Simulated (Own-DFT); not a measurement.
## Calculated data, AlGa3N4 (wurtzite random alloy, strained, atoms displaced)

All values are calculated (Own-DFT development build). A calculation, not a measurement: plane-wave PBE density functional theory by an unreviewed code, no spin, of a simulated periodic cell, stress positive in tension, free energy of the whole cell less one offset for each atom, forces on such cells passed a denser k mesh, this cell's mesh not checked; offsets are fitted by least squares, one for each functional and potential file, so energies compare only between cells with the same atoms and settings and are not formation energies; the far tail of each file's local potential was reset to the Coulomb form; each entry is a single point on an unrelaxed cell, so the pressure reflects the starting lattice, mostly measured values, from which strain is counted, and rises with the displacements; printed positions are rounded, which can move forces by about a meV/angstrom; the program is a retired in-house code; no spin-orbit coupling.

```cif
# cell vector a (Å): 9.2715 0.0000 0.0000
# cell vector b (Å): -4.6358 8.0294 0.0000
# cell vector c (Å): 0.0000 0.0000 10.2685
data_AlGa3N4
_symmetry_space_group_name_H-M 'P 1'
_symmetry_Int_Tables_number 1
_cell_length_a 9.2715
_cell_length_b 9.2716
_cell_length_c 10.2685
_cell_angle_alpha 90.000
_cell_angle_beta 90.000
_cell_angle_gamma 120.000
_cell_volume 764.43
loop_
_atom_site_label
_atom_site_type_symbol
_atom_site_fract_x
_atom_site_fract_y
_atom_site_fract_z
_atom_site_occupancy
Ga1 Ga 0.10772 0.22124 0.00639 1
Al1 Al 0.21821 0.10625 0.24785 1
N1 N 0.10782 0.21932 0.19246 1
N2 N 0.21533 0.10092 0.43828 1
Ga2 Ga 0.11762 0.23198 0.49032 1
Ga3 Ga 0.22298 0.11531 0.74776 1
N3 N 0.10563 0.21816 0.69284 1
N4 N 0.22571 0.11386 0.94359 1
Ga4 Ga 0.10957 0.56157 0.00014 1
Ga5 Ga 0.21786 0.44097 0.25207 1
N5 N 0.11961 0.56521 0.18430 1
N6 N 0.23203 0.44267 0.43723 1
Al2 Al 0.10311 0.54328 0.50150 1
Ga6 Ga 0.21988 0.43601 0.74692 1
N7 N 0.11321 0.55512 0.68879 1
N8 N 0.22192 0.45289 0.93980 1
Ga7 Ga 0.11928 0.88908 0.99902 1
Ga8 Ga 0.22825 0.78714 0.25056 1
N9 N 0.10609 0.88819 0.18202 1
N10 N 0.22538 0.76749 0.44088 1
Ga9 Ga 0.11826 0.89019 0.50246 1
Al3 Al 0.21862 0.77291 0.74821 1
N11 N 0.10779 0.88461 0.68090 1
N12 N 0.23085 0.78434 0.94186 1
Ga10 Ga 0.43448 0.21526 0.99649 1
Al4 Al 0.56146 0.10810 0.24551 1
N13 N 0.43543 0.22348 0.18311 1
N14 N 0.54798 0.10195 0.43580 1
Ga11 Ga 0.44350 0.22130 0.50101 1
Ga12 Ga 0.56462 0.12199 0.75075 1
N15 N 0.45406 0.22313 0.68299 1
N16 N 0.54874 0.10171 0.94094 1
Ga13 Ga 0.43946 0.55309 0.99966 1
Ga14 Ga 0.54929 0.43754 0.24150 1
N17 N 0.44092 0.56967 0.18989 1
N18 N 0.55398 0.44819 0.44615 1
Ga15 Ga 0.44065 0.54801 0.49482 1
Ga16 Ga 0.56360 0.44362 0.74421 1
N19 N 0.44113 0.56139 0.69217 1
N20 N 0.55555 0.44292 0.93446 1
Al5 Al 0.44532 0.89840 0.00816 1
Al6 Al 0.56162 0.76734 0.25658 1
N21 N 0.43995 0.89413 0.18441 1
N22 N 0.54968 0.76419 0.43936 1
Ga17 Ga 0.44035 0.88009 0.49718 1
Al7 Al 0.55935 0.78135 0.74564 1
N23 N 0.44091 0.88832 0.68121 1
N24 N 0.56211 0.78381 0.93808 1
Ga18 Ga 0.76908 0.22145 0.00786 1
Ga19 Ga 0.87814 0.10399 0.24646 1
N25 N 0.77539 0.23083 0.18142 1
N26 N 0.88948 0.10741 0.42805 1
Ga20 Ga 0.77409 0.21824 0.50554 1
Ga21 Ga 0.88127 0.10520 0.75139 1
N27 N 0.76812 0.21215 0.68956 1
N28 N 0.87769 0.10041 0.93693 1
Ga22 Ga 0.76834 0.55359 0.99374 1
Ga23 Ga 0.89705 0.45327 0.24728 1
N29 N 0.77909 0.56134 0.19572 1
N30 N 0.89530 0.45728 0.42619 1
Ga24 Ga 0.77702 0.56827 0.50120 1
Al8 Al 0.89535 0.45165 0.73873 1
N31 N 0.76862 0.56634 0.69052 1
N32 N 0.89203 0.44564 0.93680 1
Ga25 Ga 0.78292 0.88616 0.99786 1
Ga26 Ga 0.88549 0.77676 0.25678 1
N33 N 0.78211 0.89563 0.19024 1
N34 N 0.89029 0.77911 0.43629 1
Ga27 Ga 0.76931 0.88536 0.49626 1
Al9 Al 0.88511 0.76983 0.75389 1
N35 N 0.77197 0.88424 0.68353 1
N36 N 0.87817 0.77615 0.92562 1
_calc_functional 'PBE'
_calc_potential_files 'PseudoDojo norm-conserving, scalar-relativistic, standard set with the stringent files for Ga'
_calc_wave_cutoff 96  # hartree
_calc_occupations 'Gaussian'
_calc_smearing_width 0.01  # eV
_calc_k_mesh '4 x 4 x 3 centred on Gamma'
_calc_free_energy_of_cell_above_offsets '-5.300'  # eV
_calc_pressure 18.97  # GPa
_calc_stress_xx -20.27  # GPa
_calc_stress_yy -23.42  # GPa
_calc_stress_zz -13.22  # GPa
_calc_stress_yz -0.63  # GPa
_calc_stress_xz 0.27  # GPa
_calc_stress_xy -2.8  # GPa
```

Force:
```csv
element,x (eV/Å),y (eV/Å),z (eV/Å)
Ga,-0.694,0.48,-0.999
Al,-0.167,0.008,0.43
N,0.409,-0.332,0.015
N,0.419,1.983,-1.651
Ga,-0.341,-3.424,1.623
Ga,0.853,-1.056,0.493
N,-0.193,-0.22,-1.864
N,-2.472,-1.019,-2.129
Ga,0.533,-0.122,0.056
Ga,-0.145,0.826,-0.77
N,-0.276,-0.674,0.693
N,-3.669,0.907,-0.492
Al,0.862,1.444,-0.476
Ga,0.082,1.28,1.587
N,-1.077,-0.183,-1.3
N,0.028,-1.848,-0.569
Ga,-2.005,-0.377,-0.336
Ga,-0.779,-0.954,0.717
N,0.077,0.636,1.211
N,-1.771,-1.025,-0.723
Ga,-0.258,-1.651,-0.777
Al,0.846,1.463,0.303
N,-0.067,-0.601,2.914
N,0.324,-0.242,-2.144
Ga,2.283,1.734,0.703
Al,-1.802,0.747,0.908
N,1.109,-1.835,0.953
N,0.777,1.122,-1.433
Ga,0.144,-0.347,-1.075
Ga,-1.842,-3.564,1.402
N,-1.877,-0.008,0.763
N,-0.23,1.575,-0.859
Ga,0.404,1.477,-0.253
Ga,-0.236,1.609,1.456
N,1.282,-2.502,-0.649
N,1.668,-1.61,-2.046
Ga,0.245,1.246,3.018
Ga,-3.83,-0.508,1.352
N,1.137,-0.558,-0.868
N,-1.253,-1.067,-0.128
Al,1.67,-2.493,-1.369
Al,-1.283,2.786,-0.532
N,2.662,0.361,0.931
N,-0.104,1.485,-1.85
Ga,0.628,0.566,0.776
Al,-1.376,-0.169,1.182
N,0.246,-0.309,1.789
N,-1.78,-0.279,-0.553
Ga,1.027,0.139,-3.053
Ga,0.103,2.554,0.133
N,0.235,-0.703,2.686
N,-0.823,0.865,1.761
Ga,-0.033,0.238,-1.928
Ga,0.651,-0.503,0.318
N,2.282,3.804,-0.859
N,0.454,2.34,0.492
Ga,1.827,0.624,1.369
Ga,-0.208,-0.067,-0.873
N,-0.618,-0.996,-2.082
N,0.084,-1.417,3.32
Ga,0.813,-1.484,-0.124
Al,-1.154,-1.052,1.818
N,4.76,-0.708,-1.47
N,-1.23,-0.285,-1.733
Ga,-1.648,-0.156,1.18
Ga,0.512,0.927,-1.062
N,-0.92,-3.058,-0.766
N,0.103,1.207,0.765
Ga,1.196,0.605,0.821
Al,-0.451,2.889,-1.948
N,1.046,-0.227,0.346
N,2.831,-0.295,1.461
```
